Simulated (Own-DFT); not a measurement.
# One host, several defects: D0_22 TiAl3

Everything here is calculated. The program is Own-DFT (plane waves, in-house, since retired, never reviewed by a person); positions were held fixed, and spin and spin-orbit coupling were off.

Common settings: PBE; PseudoDojo norm-conserving scalar-relativistic files; cutoff 42 hartree; 4 x 4 x 4 k mesh centred on Gamma; cold (Marzari-Vanderbilt) smearing of 0.2 eV.

Known weak points: forces on such cells failed a check on a denser k mesh; stress not checked against mesh or cutoff.

All runs share one cell, with vectors in Å (-2.365, -6.981, 4.326); (-7.667, 3.491, 1.442); (-2.950, -3.488, -7.241) and a volume of 625.4 Å³. Atoms were moved at random from their sites; u is the rms move along one axis. The defect's site can differ from row to row.

```
cell,formula,u (Å),P (GPa)
no defect,Al30Ti10,0.0220,1.99
no defect,Al30Ti10,0.0519,2.77
no defect,Al30Ti10,0.0541,2.74
two Al vacancies,Al28Ti10,0.0319,1.29
two Al vacancies,Al28Ti10,0.0323,1.20
two Al vacancies,Al28Ti10,0.0536,1.75
two Al on a Ti site each,Al32Ti8,0.0277,?
two Al on a Ti site each,Al32Ti8,0.0290,2.87
two Al on a Ti site each,Al32Ti8,0.0456,3.31
two Al on a Ti site each,Al32Ti8,0.0518,3.43
two Ti on an Al site each,Al28Ti12,0.0253,3.09
two Ti on an Al site each,Al28Ti12,0.0286,3.34
two Ti on an Al site each,Al28Ti12,0.0471,3.55
```

## What the rows give

P = P0 + c u² + a shift for each defect gives P0 = 1.90 GPa, c = 296 ± 26 GPa/Å² and a scatter of 0.08 GPa. The shifts, and each times the cell's volume:

- two Ti on an Al site each: 1.07 ± 0.07 GPa, 4.2 eV (2.1 eV for each of its 2 sites)
- two Al on a Ti site each: 0.75 ± 0.07 GPa, 2.9 eV (1.5 eV for each of its 2 sites)
- two Al vacancies: -0.97 ± 0.07 GPa, -3.8 eV (-1.9 eV for each of its 2 sites)

Positive is outwards. The product with the volume (160.2 GPa Å³ to the eV) is nearly free of the cell's size; divided by the bulk modulus at the cell's pressure it gives the volume that the defect adds. The atoms around the defects weren't relaxed, which would change these numbers.

## Prediction

Asked: what pressure belongs in the blank (two Al on a Ti site each, u = 0.0277 Å)?

The fit gives 2.88 ± 0.10 GPa. DFT gave 2.85 GPa.
